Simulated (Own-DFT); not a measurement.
# Strain and stress in wurtzite AlN, 72 atoms (Al36N36)

Calculated results; nothing here was measured. The program, named Own-DFT, is a retired in-house plane-wave density functional code that no person has reviewed. Each row is one single-point run on a periodic cell that was not relaxed, without spin or spin-orbit coupling.

Settings of every run: PBE; PseudoDojo norm-conserving scalar-relativistic files; cutoff 42 hartree; 4 x 4 x 3 k mesh centred on Gamma; Gaussian smearing of 0.01 eV.

Known limits: k mesh not checked against a denser one; stress not checked against mesh or cutoff.

Unstrained cell vectors in Å: (9.336, 0.000, 0.000); (-4.668, 8.085, 0.000); (0.000, 0.000, 9.964). The unstrained cell has measured lattice constants (interpolated for alloys), not those of this functional. That, the random moves and any unrelaxed bonds set the pressure at no strain. Each run strains this cell uniformly, with the atoms carried along. Every atom was also moved at random, by a Gaussian of width 0.05 Å on each axis. Strain is the symmetric tensor, in per cent. Stress is positive in tension, and the pressure is minus a third of its trace.

| run | e_xx (%) | e_yy (%) | e_zz (%) | e_yz (%) | e_xz (%) | e_xy (%) | s_xx (GPa) | s_yy (GPa) | s_zz (GPa) | s_yz (GPa) | s_xz (GPa) | s_xy (GPa) | P (GPa) | E (meV/atom) |
|---|---|---|---|---|---|---|---|---|---|---|---|---|---|---|
| 1 | 1.92 | 1.37 | -0.44 | 1.40 | 0.12 | 1.48 | 2.50 | 3.12 | -5.88 | 3.72 | 0.56 | 6.25 | 0.09 | 6.2 |
| 2 | -0.12 | -1.33 | -1.69 | -0.98 | 1.17 | 1.90 | -10.28 | -16.51 | -12.62 | -3.28 | 2.98 | 5.31 | 13.14 | 48.4 |
| 3 | 1.98 | 0.41 | 2.00 | 1.89 | -0.60 | 1.86 | 3.54 | -0.56 | 4.44 | 5.05 | -2.18 | 6.06 | -2.48 | 21.5 |
| 4 | 1.66 | 0.65 | -0.28 | -1.99 | 0.91 | -1.00 | 1.91 | -1.81 | -6.01 | -5.31 | 1.28 | -4.30 | 1.97 | 18.3 |
| 5 | 1.95 | -1.87 | 1.78 | 0.24 | 1.63 | -0.59 | 2.22 | -11.39 | 2.98 | 0.16 | 4.06 | -0.71 | 2.06 | 1.2 |
| 6 | 0.43 | -1.25 | -0.41 | 1.69 | 1.02 | -1.60 | -3.69 | -13.11 | -8.47 | 3.31 | 2.34 | -5.68 | 8.43 | 14.4 |
| 7 | 0.02 | -0.54 | -0.71 | -1.50 | 1.03 | 1.51 | -6.90 | -8.49 | -9.60 | -3.35 | 2.08 | 5.27 | 8.33 | 17.0 |
| 8 | -0.97 | 0.95 | 0.22 | -0.46 | -1.70 | -1.64 | -8.32 | -2.53 | -5.90 | -1.74 | -4.19 | -7.37 | 5.58 | 13.4 |
| 9 | -1.65 | 1.38 | 0.28 | 0.72 | -0.14 | 0.02 | -15.15 | -1.83 | -3.15 | 2.05 | -0.70 | -0.11 | 6.71 | 46.1 |
| 10 | -0.46 | -1.94 | 0.34 | -1.88 | -0.99 | -1.95 | -6.84 | -18.76 | -7.25 | -4.23 | -1.65 | -7.11 | 10.95 | 41.8 |
| 11 | 1.14 | 0.55 | -1.37 | 0.41 | -0.93 | -1.65 | -2.41 | -3.72 | -9.51 | 0.30 | -2.48 | -7.46 | 5.21 | 22.4 |
| 12 | 1.24 | -0.90 | 1.32 | -1.29 | 1.01 | 1.43 | -2.76 | -7.63 | 0.59 | -3.27 | 2.97 | 5.99 | 3.27 | 33.9 |
| 13 | -1.76 | 0.89 | -0.75 | 1.94 | -1.47 | 1.00 | -15.01 | -5.12 | -8.71 | 4.78 | -3.55 | 2.50 | 9.61 | 34.5 |
| 14 | -1.59 | -0.49 | -0.55 | -1.76 | -1.23 | -0.43 | -15.51 | -9.19 | -12.02 | -5.06 | -4.89 | -1.81 | 12.24 | 36.0 |
| 15 | 0.49 | -0.28 | -0.65 | -0.42 | -0.03 | 0.80 | -5.52 | -5.52 | -7.82 | -0.34 | 0.28 | 2.90 | 6.29 | 0.0 |
| 16 | -1.29 | 0.24 | -1.95 | 1.79 | -1.52 | 0.99 | -12.63 | -6.45 | -19.26 | 4.92 | -3.93 | 4.09 | 12.78 | 41.3 |
| 17 | -1.05 | 1.99 | 0.05 | -0.19 | -1.72 | -0.30 | -8.14 | 0.79 | -3.65 | -0.86 | -4.29 | 0.54 | 3.66 | 9.4 |
| 18 | -0.31 | -0.08 | -0.89 | 0.61 | -0.66 | 1.32 | ? | ? | ? | ? | ? | ? | ? | ? |

E is the free energy for each atom above the lowest run shown.

## Worked fit

Each stress component was fitted by least squares to a constant and the strains of the runs shown, as fractions, with shears doubled. Shear strains stay in the fit of a normal stress only where such slopes are resolved. The slopes, in GPa:

| stress | at no strain | per e_xx | per e_yy | per e_zz | scatter |
|---|---|---|---|---|---|
| s_xx | -6.5 | 442 ± 33 | 52 ± 34 | 62 ± 40 | 1.59 |
| s_yy | -6.4 | 132 ± 30 | 505 ± 32 | 65 ± 37 | 1.46 |
| s_zz | -5.9 | 88 ± 33 | 91 ± 35 | 463 ± 40 | 1.61 |

Each shear stress against twice its own strain: yz 123 ± 5, xz 120 ± 13, xy 183 ± 11 GPa. These are stiffnesses along x, y and z of the frame in which the cell vectors are given, which need not be the crystal's axes. The atoms are held to the strained lattice; where symmetry lets them move under strain, relaxing them would lower some slopes. The table should be nearly symmetric about its diagonal, and what it lacks of that shows the noise. A ninth of its sum, 211 ± 5 GPa, estimates the bulk modulus near the mean pressure of these runs, 6.3 GPa, so it lies above the value at zero pressure.

## Withheld run

Question: what normal stresses and pressure should run 18 give?

The fit gives s_xx = -8.4, s_yy = -7.8, s_zz = -10.3 and P = 8.8 GPa. The calculation gave -7.81, -5.86, -10.30 and P = 7.99 GPa.
